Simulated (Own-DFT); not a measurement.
## Calculated data, GaN (wurtzite, strained, atoms displaced)

Computed with Own-DFT development build. A calculation, not a measurement: plane-wave PBE density functional theory by an unreviewed code, no spin, of a simulated periodic cell, stress positive in tension, free energy of the whole cell less one offset for each atom, forces on such cells passed a denser k mesh, this cell's mesh not checked; offsets are fitted by least squares, one for each functional and potential file, so energies compare only between cells with the same atoms and settings and are not formation energies; the far tail of each file's local potential was reset to the Coulomb form; each entry is a single point on an unrelaxed cell, so the pressure reflects the starting lattice, mostly measured values (interpolated for alloys), from which strain is counted, and rises with the displacements; printed positions are rounded, which can move forces by about a meV/angstrom; the program, named Own-DFT, is a retired in-house code; no spin-orbit coupling.

Common to all runs: functional PBE; potential files PseudoDojo norm-conserving, scalar-relativistic, standard set; wave cutoff 42 hartree; occupations Fermi-Dirac; smearing width 0.1 eV; hardware one NVIDIA H200; k mesh 3 x 4 x 3 centred on Gamma.

```yaml
- entry: 1
  formula: GaN
  kind: "wurtzite, strained, atoms displaced"
  structure:
    cell_angstrom:
      - [12.6296, 0.2242, 0.1094]
      - [-4.5905, 8.0476, 0.1074]
      - [0.0889, 0.1857, 10.4529]
    atoms_fractional:
      - [Ga, 0.08099, 0.21728, 0.00423]
      - [Ga, 0.1713, 0.11224, 0.25178]
      - ["N", 0.09331, 0.22082, 0.18855]
      - ["N", 0.17058, 0.11851, 0.44122]
      - [Ga, 0.08468, 0.22422, 0.50123]
      - [Ga, 0.16824, 0.09983, 0.75025]
      - ["N", 0.08767, 0.22667, 0.68654]
      - ["N", 0.16603, 0.09869, 0.93716]
      - [Ga, 0.08162, 0.5483, 0.0065]
      - [Ga, 0.15759, 0.44765, 0.25599]
      - ["N", 0.08328, 0.55238, 0.18623]
      - ["N", 0.17025, 0.44204, 0.44304]
      - [Ga, 0.08314, 0.56108, 0.49671]
      - [Ga, 0.16294, 0.45104, 0.75561]
      - ["N", 0.08079, 0.54784, 0.68175]
      - ["N", 0.1742, 0.45608, 0.93378]
      - [Ga, 0.08624, 0.89065, 0.00405]
      - [Ga, 0.1705, 0.77661, 0.25335]
      - ["N", 0.07632, 0.88318, 0.19239]
      - ["N", 0.16865, 0.77601, 0.43323]
      - [Ga, 0.07111, 0.87529, 0.49583]
      - [Ga, 0.17067, 0.78531, 0.74879]
      - ["N", 0.0896, 0.88972, 0.69321]
      - ["N", 0.16651, 0.77462, 0.94104]
      - [Ga, 0.33557, 0.22299, 0.98901]
      - [Ga, 0.41488, 0.11035, 0.25051]
      - ["N", 0.33713, 0.22768, 0.18595]
      - ["N", 0.42021, 0.11361, 0.42826]
      - [Ga, 0.33931, 0.22199, 0.49953]
      - [Ga, 0.42373, 0.10554, 0.74567]
      - ["N", 0.33341, 0.21743, 0.68616]
      - ["N", 0.41193, 0.10355, 0.93348]
      - [Ga, 0.32999, 0.55898, 0.99491]
      - [Ga, 0.42109, 0.44617, 0.25144]
      - ["N", 0.33499, 0.5458, 0.19187]
      - ["N", 0.42545, 0.45199, 0.44909]
      - [Ga, 0.32351, 0.55575, 0.50083]
      - [Ga, 0.41578, 0.44081, 0.75084]
      - ["N", 0.331, 0.55528, 0.68653]
      - ["N", 0.41536, 0.43704, 0.94161]
      - [Ga, 0.32909, 0.88145, 0.0039]
      - [Ga, 0.418, 0.78041, 0.24603]
      - ["N", 0.3344, 0.89002, 0.196]
      - ["N", 0.42647, 0.77928, 0.43612]
      - [Ga, 0.33284, 0.87898, 0.49587]
      - [Ga, 0.41992, 0.76972, 0.74611]
      - ["N", 0.3301, 0.88624, 0.68614]
      - ["N", 0.41967, 0.7657, 0.94173]
      - [Ga, 0.58216, 0.22161, 0.99737]
      - [Ga, 0.66078, 0.10835, 0.25686]
      - ["N", 0.58648, 0.22684, 0.191]
      - ["N", 0.66126, 0.10757, 0.43179]
      - [Ga, 0.58474, 0.21316, 0.49918]
      - [Ga, 0.67234, 0.1103, 0.73995]
      - ["N", 0.58409, 0.22618, 0.68086]
      - ["N", 0.65985, 0.10975, 0.93085]
      - [Ga, 0.57596, 0.54051, 0.00265]
      - [Ga, 0.66137, 0.44128, 0.24433]
      - ["N", 0.5895, 0.56143, 0.19157]
      - ["N", 0.66794, 0.4481, 0.43466]
      - [Ga, 0.57867, 0.56107, 0.49951]
      - [Ga, 0.66595, 0.44541, 0.75174]
      - ["N", 0.57244, 0.55419, 0.68616]
      - ["N", 0.66084, 0.44518, 0.93719]
      - [Ga, 0.58408, 0.88602, 0.99664]
      - [Ga, 0.66937, 0.77783, 0.24976]
      - ["N", 0.57876, 0.89051, 0.18574]
      - ["N", 0.65974, 0.77088, 0.45199]
      - [Ga, 0.57861, 0.88145, 0.49622]
      - [Ga, 0.66278, 0.76561, 0.75317]
      - ["N", 0.58879, 0.8895, 0.68408]
      - ["N", 0.67074, 0.78519, 0.94474]
      - [Ga, 0.83227, 0.2279, 0.00071]
      - [Ga, 0.91982, 0.11338, 0.2472]
      - ["N", 0.83436, 0.21877, 0.19678]
      - ["N", 0.91231, 0.10944, 0.43974]
      - [Ga, 0.82785, 0.22202, 0.50609]
      - [Ga, 0.91416, 0.11115, 0.75188]
      - ["N", 0.83203, 0.22859, 0.68591]
      - ["N", 0.91918, 0.1174, 0.9465]
      - [Ga, 0.83038, 0.55646, 0.01548]
      - [Ga, 0.91404, 0.43661, 0.24454]
      - ["N", 0.8366, 0.55241, 0.18511]
      - ["N", 0.91903, 0.44211, 0.43621]
      - [Ga, 0.82719, 0.5566, 0.50573]
      - [Ga, 0.91943, 0.43884, 0.74973]
      - ["N", 0.83358, 0.54493, 0.68993]
      - ["N", 0.91479, 0.44474, 0.94066]
      - [Ga, 0.84174, 0.90029, 0.00663]
      - [Ga, 0.92491, 0.78692, 0.24417]
      - ["N", 0.83249, 0.88302, 0.19817]
      - ["N", 0.91559, 0.77262, 0.4349]
      - [Ga, 0.83808, 0.89127, 0.49605]
      - [Ga, 0.91968, 0.7715, 0.7598]
      - ["N", 0.83532, 0.88566, 0.68803]
      - ["N", 0.9159, 0.77844, 0.93366]
  results:
    "free_energy_of_cell_above_offsets [eV]": "27.951"
    "pressure [GPa]": 12.38
    "stress_xx [GPa]": -13.77
    "stress_yy [GPa]": -16.64
    "stress_zz [GPa]": -6.73
    "stress_yz [GPa]": 3.86
    "stress_xz [GPa]": 1.31
    "stress_xy [GPa]": 4.65
    force_element: [Ga, Ga, "N", "N", Ga, Ga, "N", "N", Ga, Ga, "N", "N", Ga, Ga, "N", "N", Ga, Ga, "N", "N", Ga, Ga, "N", "N", Ga, Ga, "N", "N", Ga, Ga, "N", "N", Ga, Ga, "N", "N", Ga, Ga, "N", "N", Ga, Ga, "N", "N", Ga, Ga, "N", "N", Ga, Ga, "N", "N", Ga, Ga, "N", "N", Ga, Ga, "N", "N", Ga, Ga, "N", "N", Ga, Ga, "N", "N", Ga, Ga, "N", "N", Ga, Ga, "N", "N", Ga, Ga, "N", "N", Ga, Ga, "N", "N", Ga, Ga, "N", "N", Ga, Ga, "N", "N", Ga, Ga, "N", "N"]
    "force_x [eV/angstrom]": [1.236, 1.06, -2.661, 0.606, -0.77, -0.772, -0.574, -0.565, -0.658, 3.909, -1.419, -1.877, -0.147, 1.825, -0.972, -0.857, -0.483, -0.996, 3.513, -0.149, 1.541, 0.853, -2.194, 0.224, -0.837, 0.443, -0.006, 0.448, -0.869, -1.257, 0.372, 1.344, 1.356, 0.274, -2.391, -2.6, 2.809, -1.056, -0.215, -0.57, 0.625, 0.774, -0.767, -2.387, -0.267, -0.45, 1.582, -0.817, -0.702, 1.032, -0.764, 1.991, -2.191, -1.783, 0.805, 1.653, -1.05, 1.872, -1.385, 0.01, 2.01, -0.257, 2.209, 2.073, -0.943, -1.32, 1.455, 2.448, 0.621, 0.741, -0.858, 1.519, -0.977, 0.919, -1.245, 0.812, 0.469, 1.279, 1.234, -0.025, -0.257, 0.127, -1.085, -0.586, 0.6, -0.267, -1.072, 0.452, -1.036, -1.818, -0.298, -0.169, -1.408, -0.422, -0.16, 0.54]
    "force_y [eV/angstrom]": [0.941, -0.213, 0.717, -1.553, -1.113, 2.2, -0.635, 2.534, 0.501, -1.32, 1.054, 0.81, -2.042, -1.166, 1.845, -1.969, -1.96, -0.145, 1.792, 0.911, 2.098, -2.133, -1.343, -0.215, -1.927, 0.785, -0.714, -0.935, 0.183, 0.167, 0.087, 0.05, -2.655, -0.316, 1.506, -1.353, 0.022, -0.926, -0.465, 2.043, 0.107, -1.834, -0.165, -0.956, 1.384, 1.034, -0.15, 3.256, -0.693, -0.125, -1.005, -0.318, 1.908, -0.434, -0.226, 0.438, 2.481, 0.616, -0.257, -0.402, -2.268, -0.01, -0.049, -0.139, 0.562, 0.252, 0.336, 2.953, 1.283, 1.332, -0.114, -1.4, -1.45, -0.488, -0.484, 1.202, -0.171, -0.375, -0.949, 0.608, 0.019, 0.698, 0.758, 0.66, -1.341, 0.967, 1.28, 0.925, -2.092, -3.129, 1.401, 0.286, -1.032, 0.08, -0.067, 0.147]
    "force_z [eV/angstrom]": [-0.669, 0.791, -0.238, -0.554, 0.657, -0.097, 1.107, -0.162, -1.303, 0.313, 0.252, -1.495, 0.563, -1.144, 0.323, 1.022, 0.184, -0.914, -1.094, 0.618, 1.053, 0.983, -1.983, -0.186, 1.78, -0.741, -0.591, 1.775, 0.31, 0.281, 0.493, 0.196, 2.295, 1.234, -0.72, -1.971, 0.318, -0.026, 0.29, -1.222, -0.297, 0.641, -1.589, -0.676, 0.301, 0.604, -0.603, -1.457, 0.593, -1.808, -1.561, 1.707, -0.431, 1.404, 0.606, 0.0, 0.609, 1.984, -1.201, 0.283, 1.078, -0.587, 0.532, -0.144, 0.748, 1.108, 0.024, -2.883, 1.279, 0.294, 0.182, -0.761, 0.761, 1.251, -1.822, -0.571, -1.784, -0.355, 0.37, -1.187, -3.781, 1.822, 2.239, -0.185, -0.859, 0.826, 0.192, -0.414, -0.212, 1.849, -1.386, -0.445, 1.173, -2.191, 0.23, 2.769]
    "wall_time [s]": 1124.0
- entry: 2
  formula: GaN
  kind: "wurtzite, strained, atoms displaced"
  structure:
    cell_angstrom:
      - [12.8871, 0.0784, 0.2485]
      - [-4.7818, 8.3756, -0.0722]
      - [0.202, 0.0262, 10.3192]
    atoms_fractional:
      - [Ga, 0.08476, 0.22286, 0.9946]
      - [Ga, 0.1707, 0.1092, 0.25631]
      - ["N", 0.07744, 0.22804, 0.19308]
      - ["N", 0.16532, 0.11541, 0.4397]
      - [Ga, 0.08189, 0.21622, 0.50504]
      - [Ga, 0.16896, 0.11382, 0.75267]
      - ["N", 0.08083, 0.21797, 0.69447]
      - ["N", 0.17093, 0.12107, 0.93663]
      - [Ga, 0.07982, 0.54802, 0.00545]
      - [Ga, 0.16816, 0.44761, 0.24752]
      - ["N", 0.07744, 0.5538, 0.18375]
      - ["N", 0.16804, 0.44546, 0.43573]
      - [Ga, 0.08156, 0.54979, 0.49806]
      - [Ga, 0.16943, 0.44563, 0.74343]
      - ["N", 0.08023, 0.55674, 0.69672]
      - ["N", 0.17397, 0.44193, 0.9341]
      - [Ga, 0.07829, 0.8746, 0.99974]
      - [Ga, 0.17665, 0.78202, 0.24521]
      - ["N", 0.08654, 0.89153, 0.18802]
      - ["N", 0.15749, 0.7706, 0.44223]
      - [Ga, 0.0835, 0.88593, 0.50164]
      - [Ga, 0.17327, 0.7771, 0.75041]
      - ["N", 0.07149, 0.87431, 0.69565]
      - ["N", 0.16701, 0.78041, 0.93636]
      - [Ga, 0.3391, 0.23452, 0.00121]
      - [Ga, 0.4221, 0.11623, 0.2511]
      - ["N", 0.33498, 0.22239, 0.19158]
      - ["N", 0.41747, 0.11476, 0.43868]
      - [Ga, 0.33756, 0.2196, 0.50624]
      - [Ga, 0.41681, 0.10073, 0.74599]
      - ["N", 0.32793, 0.21855, 0.68439]
      - ["N", 0.41618, 0.11693, 0.93317]
      - [Ga, 0.33842, 0.55957, 0.00077]
      - [Ga, 0.42056, 0.44954, 0.24921]
      - ["N", 0.32914, 0.55227, 0.18367]
      - ["N", 0.4157, 0.43884, 0.43607]
      - [Ga, 0.3346, 0.55095, 0.49779]
      - [Ga, 0.42047, 0.444, 0.74078]
      - ["N", 0.33569, 0.56425, 0.68407]
      - ["N", 0.41538, 0.43563, 0.94175]
      - [Ga, 0.33208, 0.885, 0.99774]
      - [Ga, 0.41069, 0.76577, 0.24843]
      - ["N", 0.33786, 0.89326, 0.18814]
      - ["N", 0.42258, 0.7872, 0.43476]
      - [Ga, 0.33646, 0.88575, 0.49647]
      - [Ga, 0.41113, 0.78215, 0.75002]
      - ["N", 0.32905, 0.88943, 0.69171]
      - ["N", 0.41385, 0.78368, 0.93776]
      - [Ga, 0.58112, 0.22618, 0.99404]
      - [Ga, 0.66522, 0.11118, 0.24322]
      - ["N", 0.58419, 0.22704, 0.1831]
      - ["N", 0.6639, 0.10013, 0.43468]
      - [Ga, 0.58331, 0.22073, 0.50423]
      - [Ga, 0.66769, 0.11316, 0.74687]
      - ["N", 0.58491, 0.2164, 0.68842]
      - ["N", 0.65788, 0.09821, 0.94901]
      - [Ga, 0.58388, 0.55441, 0.00789]
      - [Ga, 0.66904, 0.4387, 0.24728]
      - ["N", 0.58598, 0.55901, 0.19493]
      - ["N", 0.66455, 0.44534, 0.43885]
      - [Ga, 0.57788, 0.55521, 0.50026]
      - [Ga, 0.66442, 0.44206, 0.74256]
      - ["N", 0.58245, 0.55235, 0.67771]
      - ["N", 0.66106, 0.43609, 0.93454]
      - [Ga, 0.58484, 0.89292, 0.00458]
      - [Ga, 0.67174, 0.78284, 0.25551]
      - ["N", 0.57624, 0.88352, 0.19053]
      - ["N", 0.66659, 0.77411, 0.44274]
      - [Ga, 0.58707, 0.88827, 0.50185]
      - [Ga, 0.66137, 0.7805, 0.75925]
      - ["N", 0.58805, 0.88456, 0.69287]
      - ["N", 0.67453, 0.77494, 0.93534]
      - [Ga, 0.83868, 0.22997, 0.00133]
      - [Ga, 0.91884, 0.12657, 0.25045]
      - ["N", 0.83142, 0.22523, 0.19734]
      - ["N", 0.92002, 0.1168, 0.43505]
      - [Ga, 0.83565, 0.21735, 0.5067]
      - [Ga, 0.91958, 0.10545, 0.75628]
      - ["N", 0.82984, 0.21645, 0.68493]
      - ["N", 0.92355, 0.10991, 0.94336]
      - [Ga, 0.83386, 0.55872, 0.00848]
      - [Ga, 0.92097, 0.44125, 0.24933]
      - ["N", 0.83813, 0.56885, 0.18802]
      - ["N", 0.91211, 0.44149, 0.43943]
      - [Ga, 0.83613, 0.56229, 0.50183]
      - [Ga, 0.9123, 0.44589, 0.74364]
      - ["N", 0.84415, 0.56734, 0.68982]
      - ["N", 0.91445, 0.44844, 0.94589]
      - [Ga, 0.83812, 0.88862, 0.99781]
      - [Ga, 0.91123, 0.7652, 0.25647]
      - ["N", 0.83288, 0.88649, 0.18753]
      - ["N", 0.91032, 0.77967, 0.43873]
      - [Ga, 0.83551, 0.88164, 0.5005]
      - [Ga, 0.92288, 0.78275, 0.74925]
      - ["N", 0.83522, 0.89989, 0.69045]
      - ["N", 0.92518, 0.78634, 0.93891]
  results:
    "free_energy_of_cell_above_offsets [eV]": "25.036"
    "pressure [GPa]": 4.26
    "stress_xx [GPa]": -2.86
    "stress_yy [GPa]": -1.6
    "stress_zz [GPa]": -8.32
    "stress_yz [GPa]": 0.42
    "stress_xz [GPa]": 4.83
    "stress_xy [GPa]": 1.22
    force_element: [Ga, Ga, "N", "N", Ga, Ga, "N", "N", Ga, Ga, "N", "N", Ga, Ga, "N", "N", Ga, Ga, "N", "N", Ga, Ga, "N", "N", Ga, Ga, "N", "N", Ga, Ga, "N", "N", Ga, Ga, "N", "N", Ga, Ga, "N", "N", Ga, Ga, "N", "N", Ga, Ga, "N", "N", Ga, Ga, "N", "N", Ga, Ga, "N", "N", Ga, Ga, "N", "N", Ga, Ga, "N", "N", Ga, Ga, "N", "N", Ga, Ga, "N", "N", Ga, Ga, "N", "N", Ga, Ga, "N", "N", Ga, Ga, "N", "N", Ga, Ga, "N", "N", Ga, Ga, "N", "N", Ga, Ga, "N", "N"]
    "force_x [eV/angstrom]": [0.43, -1.25, 2.015, 1.536, -0.915, -0.583, 0.522, 0.96, 0.692, -0.722, 1.669, 0.392, -0.618, -0.599, 0.972, -1.008, 0.32, -2.048, -0.022, 1.955, -1.121, -2.739, 4.145, 1.15, -0.746, -0.552, 0.189, 0.96, -1.588, -1.008, 1.396, 0.498, -0.534, -0.309, 0.856, -0.096, -0.733, -0.949, 0.561, 0.325, -1.44, 0.154, 0.463, 0.388, -1.427, 1.678, 1.334, 1.905, 0.025, -0.476, 0.406, -0.051, 0.568, 0.541, -0.717, 1.017, -0.049, -0.535, 0.259, 0.782, 0.661, 0.46, 0.315, 0.752, 0.154, -0.478, 0.988, 0.303, -0.316, 1.973, -2.526, -1.053, -0.464, 0.429, -0.217, 0.385, -1.026, -1.064, 0.6, -1.618, -0.74, -1.681, 0.244, 0.677, -0.504, 0.952, -2.01, 0.596, -0.43, 0.12, 0.214, 2.941, -2.809, -3.39, 0.286, -0.951]
    "force_y [eV/angstrom]": [0.376, 0.184, 0.149, -1.063, 0.711, -1.11, 0.817, -1.262, 0.531, -0.945, 0.97, -0.142, 0.108, -0.19, -0.482, 0.864, 2.552, -0.37, -0.633, 0.377, 0.693, -0.851, 3.089, -1.073, -3.073, -0.213, 0.524, -0.974, 0.199, 1.756, 0.415, -0.885, -0.434, -0.923, 0.195, 0.299, 0.764, -0.228, -0.578, 3.449, 1.562, 1.34, -0.102, -1.643, 0.383, -0.362, 0.114, -1.086, -1.373, -0.641, -0.405, 1.375, 0.059, -1.219, 0.438, 2.854, 0.115, 0.994, -0.101, -0.338, -0.06, 0.684, 0.404, 1.755, -2.011, -0.064, 0.167, 0.269, -0.115, -0.73, 0.905, -0.165, -1.261, -2.18, 0.07, -0.94, 0.044, 0.856, 0.928, 0.419, 0.346, 0.486, -3.136, 0.148, -0.88, -0.615, -1.172, -0.504, 0.064, 3.458, 0.764, -1.03, 2.216, -0.95, -1.998, -1.732]
    "force_z [eV/angstrom]": [1.351, -1.33, -1.046, 0.88, -0.507, 0.032, -0.762, 0.76, -2.521, 0.005, 1.561, 0.653, 0.678, 0.764, -1.158, 0.376, 0.521, 0.547, 0.686, -0.86, 0.388, 0.24, -1.826, 0.63, 0.37, -0.39, -0.073, 0.339, -1.843, 0.778, 1.294, 0.471, -1.463, -0.117, 0.915, 0.427, -0.464, 1.221, 0.403, -1.379, 0.358, -0.01, 0.031, 0.56, 0.048, -0.037, -1.616, -0.107, 0.174, 0.767, 0.294, 0.504, -1.614, 1.267, 0.189, -1.701, -0.968, 0.78, -0.301, 0.213, -1.818, 0.506, 2.398, -0.015, -0.145, -0.596, 0.109, -0.117, -0.065, -1.636, -0.576, 1.864, 0.106, 0.012, -1.598, 1.072, -2.143, -0.224, 2.21, -0.202, -1.985, 0.815, 0.631, 0.156, -0.332, 1.205, -0.306, -1.097, 0.854, -0.796, 0.441, 0.11, 0.825, 1.278, -0.12, -0.204]
    "wall_time [s]": 1131.0
```
